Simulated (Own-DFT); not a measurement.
# Computed records: Hf36O71 (tetragonal hafnia with one neutral oxygen vacancy, atoms displaced)

A calculation, not a measurement: plane-wave PBE and HSE06 DFT by an unreviewed code, no spin, of a simulated cell at Gamma alone, so results move with cell size and shape, stress positive in tension, energies less offsets, not probed for a lower state with spin; hafnium file: forces about 75 meV/angstrom off all-electron values; oxygen file: force components 24 meV/angstrom off all-electron in a glass; k mesh not checked against a denser one; forces and stress are PBE's, HSE06 gives the energy alone, and its difference from PBE has offsets of its own; offsets are fitted by least squares, one for each functional and potential file, so energies compare only between cells with the same atoms and settings and are not formation energies; the far tail of each file's local potential was reset to the Coulomb form; each entry is a single point on an unrelaxed cell, so the pressure reflects the starting lattice, taken from the Materials Project, from which strain is counted, and rises with the displacements; printed positions are rounded, which can move forces by about a meV/angstrom; the program is a retired in-house code; no spin-orbit coupling. Program: Own-DFT development build.

Settings shared by all entries: first functional PBE; second functional HSE06; exact exchange share 0.25; screening 0.11 1/bohr; exchange divergence Gygi-Baldereschi; potential files PseudoDojo norm-conserving, scalar-relativistic, made for PBE, standard set; wave cutoff 48 hartree; occupations fixed; k mesh 1 x 1 x 1 centred on Gamma.

(1) 
```xyz
107
Lattice="10.7800 0.0000 0.0000 0.0000 10.7800 0.0000 0.0000 0.0000 10.4493" Properties=species:S:1:pos:R:3:force_x:R:1:force_y:R:1:force_z:R:1 formula=Hf36O71 PBE_energy_of_cell_above_offsets=-90.626 HSE06_less_PBE_above_offsets=0.460 PBE_pressure=4.57 PBE_stress_xx=-8.37 PBE_stress_yy=-0.74 PBE_stress_zz=-4.61 PBE_stress_yz=0.55 PBE_stress_xz=-0.68 PBE_stress_xy=0.07
Hf     0.0243     0.0789    10.3961     -0.029     -1.675     -0.179
Hf     1.7651     1.7186     2.6169      0.489      0.425      -2.08
O     10.7276     1.7551     1.5214      1.472      0.459      0.597
O      1.8048     0.0178     3.6591     -0.241     -0.889     -0.062
O     10.7252     1.6866     4.1566      0.477      2.483     -0.188
O      1.7783     0.0962     0.9320      0.435      0.308      2.138
Hf     0.0650     0.1100     5.2824     -0.805     -3.211     -1.824
Hf     1.7667     1.8574     7.7659      2.538     -0.554      4.804
O      0.0311     1.8946     6.8728      0.365     -0.604     -2.915
O      1.8352    10.7301     8.9978     -1.616      0.536     -3.003
O     10.7599     1.8500     9.4001     -0.252     -1.105     -1.301
O      1.8311    10.7408     6.2292     -2.852      0.522       2.13
Hf     0.0111     3.5454    10.4137     -0.588      2.009      0.178
Hf     1.9840     5.5041     2.7265     -2.425     -2.412     -2.184
O      0.0752     5.4435     1.5487     -1.556      0.692      1.039
O      1.7960     3.6121     3.6173     -0.329      -1.06      0.616
O      0.0554     5.4340     4.2874     -0.452     -0.087     -0.767
O      1.6695     3.5815     0.9407      2.043     -0.382      2.205
Hf     0.1544     3.5980     5.1322     -2.469       1.77     -1.266
Hf     1.8255     5.4313     7.7108     -0.977      0.009      2.935
O      0.0476     5.3446     6.7029     -1.437      0.612      1.252
O      1.9329     3.4346     9.0364     -1.167      1.431     -3.592
O      0.0455     5.3626     9.2686     -0.222     -0.017      0.465
O      1.6682     3.7076     6.2655      4.067     -1.033      0.985
Hf     0.0127     7.1482     0.0459      0.348     -0.412     -1.138
Hf     1.8609     8.9537     2.5844      0.166      0.344     -0.196
O      0.0541     9.0660     1.5073      0.582     -1.071      0.296
O      1.8650     7.1416     3.6129     -0.704      3.729      1.216
O     10.6046     9.0551     4.2920      1.618     -0.229     -0.196
O      1.7892     7.1564     0.9668      1.586      0.294      1.199
Hf     0.0283     7.2471     5.3531     -0.282     -0.134     -2.137
Hf     1.7853     9.0129     7.8375     -1.222      0.091      3.671
O      0.0377     8.9048     6.8169      0.207      0.466       0.69
O      1.8110     7.1916     8.9913     -0.129       0.68     -2.363
O      1.8050     7.1138     6.2518      0.883     -0.259      1.016
Hf     3.7338    10.7736     0.1080     -3.064       1.67     -2.944
Hf     5.4133     1.8418     2.5541      0.504     -1.217      0.779
O      3.6083     1.7717     1.5270     -0.218      0.134      2.092
O      5.3789     0.0192     3.7464      0.243      0.599     -1.635
O      3.4940     1.7494     4.3053     -0.018      0.519     -0.914
O      5.4396    10.6933     0.9473      0.288      0.756      3.422
Hf     3.4993     0.0034     5.3674      4.396     -0.849     -2.971
Hf     5.4428     1.7761     7.7756      -0.25     -0.381      2.814
O      3.5369     1.7745     6.8383      -0.13       0.51     -0.978
O      5.3467     0.0874     8.8621      0.514     -2.059     -0.426
O      3.6111     1.7592     9.4721       0.01      -0.17      0.096
O      5.4451     0.0663     6.3107     -1.536     -0.531     -0.195
Hf     3.5408     3.5469     0.0497     -2.054     -0.882     -2.488
Hf     5.3836     5.3371     2.5357      1.019      1.152      0.839
O      3.6452     5.3080     1.6551     -0.568      0.471      -0.27
O      5.3838     3.6077     3.5528     -0.627      -0.36      0.985
O      3.5252     5.4581     4.3078      0.335     -1.496     -0.066
O      5.2443     3.5830     0.9135      3.846      0.851      2.027
Hf     3.6330     3.4659     5.2290      0.102      1.616     -0.057
Hf     5.3221     5.4108     7.7598      2.395     -2.432      2.963
O      3.7094     5.4206     6.7987     -3.206     -0.015     -0.659
O      5.3354     3.4883     8.8393      0.501      2.415      -0.53
O      3.5656     5.3965     9.4959      0.575      0.575     -0.676
O      5.3483     3.5368     6.3047      1.016      0.147     -1.541
Hf     3.7045     7.2643    10.3931     -2.073      0.435     -0.151
Hf     5.5161     8.9061     2.7234     -2.866      1.936      1.077
O      3.5052     9.0177     1.4932      1.285     -0.474       1.03
O      5.3244     7.1971     3.7293       0.69     -1.215     -0.203
O      3.6126     9.0150     4.1552     -0.776     -0.414       1.41
O      5.4096     7.1892     1.0630     -0.426     -0.596     -0.262
Hf     3.6662     7.2176     5.3742     -1.301      0.488     -3.482
Hf     5.4202     8.8669     7.7291     -0.456      3.724      2.333
O      3.4517     9.0058     6.8158      3.085     -0.753     -0.904
O      5.3880     7.2000     8.7814     -0.681     -0.721      0.772
O      3.6425     9.1347     9.4436      0.584     -3.251     -1.054
O      5.3958     7.1230     6.2648      1.439      1.568      0.719
Hf     7.1361    10.7200     0.0943      2.696      0.997     -3.315
Hf     9.1013     1.8334     2.6290     -2.816     -2.172     -0.821
O      7.1681     2.0629     1.6407      0.031     -1.011      0.549
O      8.9070    10.7148     3.4827       0.24      0.968      -0.23
O      7.2963     1.7651     4.2950     -0.063      1.606      0.491
O      9.0266     0.0436     0.9434     -1.467     -0.186      0.109
Hf     7.2175    10.7578     5.3339     -0.802       1.29     -2.444
Hf     9.1171     1.8282     7.7930     -3.459     -0.659      3.283
O      7.2620     1.7964     6.9105       0.79      0.196     -1.072
O      8.9847    10.7241     8.8297      0.904      0.742     -1.274
O      7.1697     1.7472     9.4763      0.322      0.597      0.833
O      9.0678    10.7691     6.0741      0.205      0.443      2.108
Hf     7.1824     3.7221     0.0115     -0.337     -3.885     -0.236
Hf     8.9540     5.4071     2.6717      1.761      0.379      -1.07
O      7.2571     5.4454     1.5751     -1.471     -0.795     -0.085
O      9.0686     3.6261     3.5529     -0.063      0.132      1.799
O      7.2598     5.4566     4.1804      0.472     -0.302      0.421
O      8.9821     3.6187     0.9620      0.413      0.485      0.761
Hf     7.3468     3.6008     5.3285     -2.593     -0.609     -1.587
Hf     8.9693     5.3436     7.8624      1.105      0.205      0.497
O      7.1376     5.4571     6.7560      0.898     -0.256      0.511
O      8.9864     3.5777     8.9318     -0.517      0.562     -1.335
O      7.1681     5.4018     9.4261      0.283      0.949     -0.975
O      8.9440     3.6370     6.3737      2.102     -0.072     -0.387
Hf     7.2091     7.1814    10.4402     -1.322       0.99     -0.757
Hf     9.1458     8.8816     2.5569     -1.407      4.465     -0.819
O      7.0369     8.9274     1.6286      3.529       0.38     -1.329
O      9.0579     7.3306     3.5981     -0.627      -4.03      1.587
O      7.1960     9.0650     4.2069     -0.713     -1.897      0.522
O      8.8273     7.2841     0.9809       3.25      0.038      1.198
Hf     7.2456     7.2828     5.2330      0.115      -0.86     -0.908
Hf     9.0051     8.9676     7.8408      0.743      0.243      1.384
O      7.2168     9.0991     6.8250     -0.296     -1.127     -0.877
O      9.0505     7.2285     8.9150     -0.143       -0.9     -0.789
O      7.1383     8.9496     9.3368     -0.144      0.054      0.762
O      9.0456     7.2593     6.2408     -1.713     -0.435      0.507
```

Units: PBE_energy_of_cell_above_offsets, HSE06_less_PBE_above_offsets in eV; PBE_pressure, PBE_stress_xx, PBE_stress_yy, PBE_stress_zz, PBE_stress_yz, PBE_stress_xz, PBE_stress_xy in GPa; force_x, force_y, force_z in eV/Å.

(2) 
```xyz
107
Lattice="10.7800 0.0000 0.0000 0.0000 10.7800 0.0000 0.0000 0.0000 10.4493" Properties=species:S:1:pos:R:3:force_x:R:1:force_y:R:1:force_z:R:1 formula=Hf36O71 PBE_energy_of_cell_above_offsets=-98.293 HSE06_less_PBE_above_offsets=0.001 PBE_pressure=1.48 PBE_stress_xx=-0.81 PBE_stress_yy=-1.69 PBE_stress_zz=-1.93 PBE_stress_yz=0.1 PBE_stress_xz=-0.04 PBE_stress_xy=-0.1
Hf    10.7765     0.0123    10.4185      0.411     -1.028      0.292
Hf     1.7549     1.8042     2.6053     -0.001     -1.153     -0.398
O     10.7659     1.8416     1.5813     -0.323     -0.264      0.053
O      1.7964     0.1699     3.7019      0.523     -2.198     -0.749
O      0.0276     1.7804     4.2363     -0.718      1.415      -0.29
O      1.7402     0.0012     1.0739      0.296       0.42     -0.553
Hf    10.6632    10.7792     5.2149      2.144     -0.165      0.422
Hf     1.8007     1.7573     7.8557        0.7     -0.003      -0.58
O     10.7610     1.8115     6.8735     -0.363     -0.298     -0.304
O      1.8044    10.7467     8.8962     -0.323      0.355     -0.252
O      0.0453     1.7809     9.3995     -0.265      0.138      0.478
O      1.8504     0.0347     6.1709     -1.503      0.128      1.027
Hf     0.0042     3.5415     0.0025     -0.871      0.505     -0.198
Hf     1.8492     5.3586     2.6844     -1.796      0.915     -1.189
O     10.7290     5.4487     1.6124      1.918      0.038     -0.022
O      1.8490     3.5533     3.6300      0.038      1.061      0.707
O     10.7111     5.3478     4.1888      0.586     -0.116     -0.603
O      1.7754     3.5530     1.0769      0.633      0.433     -0.206
Hf     0.0118     3.6676     5.2655      0.114     -1.391       0.85
Hf     1.7996     5.3459     7.8815      0.533      0.964     -0.462
O     10.7434     5.3914     6.7510       1.18      -0.59      0.599
O      1.8513     3.5890     8.8196     -0.626     -0.025      1.131
O     10.7391     5.3860     9.4672      0.664     -0.323     -0.341
O      1.8308     3.5851     6.3354     -0.474      0.806     -1.503
Hf    10.7378     7.1425     0.0431      1.184       0.67     -0.101
Hf     1.8220     8.9361     2.6343     -0.542      1.416      -0.41
O     10.7639     8.9220     1.5679          0      0.132      0.322
O      1.6570     7.2097     3.6910      0.649     -1.325     -0.998
O     10.7672     9.0010     4.2588      0.086      0.491     -1.318
O      1.8447     7.2583     1.0537     -0.157     -0.387     -0.013
Hf     0.0331     7.1771     5.0943     -1.617      0.418      2.202
Hf     1.7111     8.9780     7.8285      1.303     -0.655      0.133
O      0.0229     9.0550     6.7689     -1.268      0.303      0.397
O      1.8014     7.1637     8.8619      -0.34     -0.369     -0.525
O      0.0338     8.9282     9.3495     -0.608      0.721      0.957
O      1.7527     7.2180     6.1881      0.759     -0.655      0.418
Hf     3.6436    10.7491    10.4268     -1.816     -0.283     -0.994
Hf     5.3472     1.7732     2.6839      1.159     -0.157     -0.441
O      3.6857     1.7312     1.6492     -2.011      1.004     -0.742
O      5.3678    10.7746     3.5741      0.735     -0.205      1.011
O      3.6785     1.8462     4.2646      0.302     -0.739     -1.157
O      5.3327     0.0406     0.9960      1.393     -0.411      0.419
Hf     3.5728     0.0309     5.2223     -0.157     -0.788      0.557
Hf     5.4052     1.8388     7.8211     -1.881      0.377      0.048
O      3.5668     1.8492     6.7669      0.398     -0.308      0.404
O      5.3546     0.0600     8.8270     -0.016     -0.661       0.81
O      3.5619     1.8234     9.3688      0.083      0.039      1.479
O      5.3793     0.0116     6.3170      0.556     -0.226     -1.518
Hf     3.5990     3.5673     0.1127      -0.26     -0.027     -2.313
Hf     5.2844     5.3943     2.6919      2.438      0.648     -1.265
O      3.5322     5.4283     1.5636      0.859     -0.606      0.743
O      5.4296     3.5412     3.6386      0.161      1.506      0.116
O      3.5499     5.4484     4.1900      0.163     -1.151     -1.155
O      5.4228     3.6477     0.9849     -1.732     -0.128      1.073
Hf     3.5937     3.5742     5.1736      0.342     -0.258       2.72
Hf     5.3902     5.4201     7.8218      1.496     -0.425      0.531
O      3.7653     5.4105     6.8015     -3.894     -0.139     -0.525
O      5.4287     3.6386     8.8124     -0.102     -0.656      0.711
O      3.5607     5.3985     9.4368      0.468     -0.459      0.466
O      5.3718     3.5810     6.2490      0.851     -0.233     -1.121
Hf     3.7266     7.1695     0.0168     -2.362      0.753     -1.278
Hf     5.4114     9.0013     2.5544     -0.432     -0.099      0.126
O      3.5204     9.0655     1.5939      1.813     -0.213     -0.335
O      5.4265     7.2725     3.5658     -0.706     -1.759      0.511
O      3.5653     8.9563     4.1641     -0.345      0.123      0.266
O      5.4325     7.1608     1.0352     -0.317      0.041      0.047
Hf     3.5793     7.1446     5.2285     -0.514      2.464      1.454
Hf     5.4228     9.0137     7.8235     -1.934      0.809      0.397
O      3.5611     8.9910     6.8554      0.412     -0.089      -0.57
O      5.4455     7.2479     8.8348     -0.179     -1.105      0.549
O      3.5782     8.9500     9.3696      0.665      0.242      1.499
O      5.3067     7.1295     6.2190      1.356      0.735     -0.159
Hf     7.1610     0.0588     0.0706      0.282     -1.036     -0.916
Hf     8.9928     1.8276     2.6815      0.089     -0.364     -0.687
O      7.1961     1.8138     1.6056     -0.297     -0.154      0.816
O      9.0065    10.7470     3.6244     -0.469      0.733      0.264
O      8.9497    10.7402     1.0300      0.699      0.147      0.229
Hf     7.1724    10.7706     5.2168      -0.56     -0.224      0.061
Hf     8.9573     1.7938     7.8533      0.229      0.574      0.543
O      7.1396     1.7519     6.9058       1.79      0.141     -1.437
O      8.9474    10.7762     8.9471      0.406      0.431     -0.866
O      7.1884     1.7871     9.4410      0.116      0.399      0.219
O      8.9435    10.7482     6.2323     -0.926      0.313      0.641
Hf     7.1458     3.5400     0.0596      1.569      1.241     -0.772
Hf     9.0016     5.4340     2.5858     -1.363      0.178      0.242
O      7.1621     5.3582     1.6431     -0.423     -0.124      0.688
O      8.9689     3.5818     3.6463     -0.761      0.354      0.475
O      7.1895     5.4800     4.2840     -0.471     -2.163     -1.228
O      9.0175     3.6202     1.0490     -0.343     -0.298       -0.1
Hf     7.2478     3.6222     5.1785     -0.916      0.173       0.97
Hf     9.0061     5.3851     7.8028     -0.523      0.617     -0.134
O      7.1906     5.3582     6.7593     -0.048      0.067      0.974
O      9.0325     3.6609     8.9106     -0.145     -1.666     -0.623
O      7.1498     5.3548     9.4856      0.298      0.265     -0.331
O      8.9863     3.6063     6.2708     -0.146     -0.427     -0.235
Hf     7.1894     7.1602    10.3660      0.089      0.165      0.592
Hf     8.9888     8.9936     2.5538     -0.506     -0.789      0.357
O      7.1560     8.9694     1.5319      0.246      0.549      0.447
O      8.9510     7.2079     3.6888      0.767     -0.104     -0.916
O      7.1963     8.9049     4.1818     -0.297      2.128      0.287
O      8.9228     7.1693     1.0692      0.279      0.023     -0.481
Hf     7.1350     7.1763     5.2387      1.345      0.792      1.179
Hf     8.9607     8.9953     7.9015      0.656     -0.626     -0.817
O      7.1580     8.9134     6.8920      0.847      0.111     -1.051
O      8.9970     7.1900     8.8525     -0.418     -0.188      0.701
O      7.1514     9.0048     9.4284      0.301      0.385       0.19
O      9.0058     7.1522     6.2932     -0.313      0.387     -0.612
```

Units: PBE_energy_of_cell_above_offsets, HSE06_less_PBE_above_offsets in eV; PBE_pressure, PBE_stress_xx, PBE_stress_yy, PBE_stress_zz, PBE_stress_yz, PBE_stress_xz, PBE_stress_xy in GPa; force_x, force_y, force_z in eV/Å.
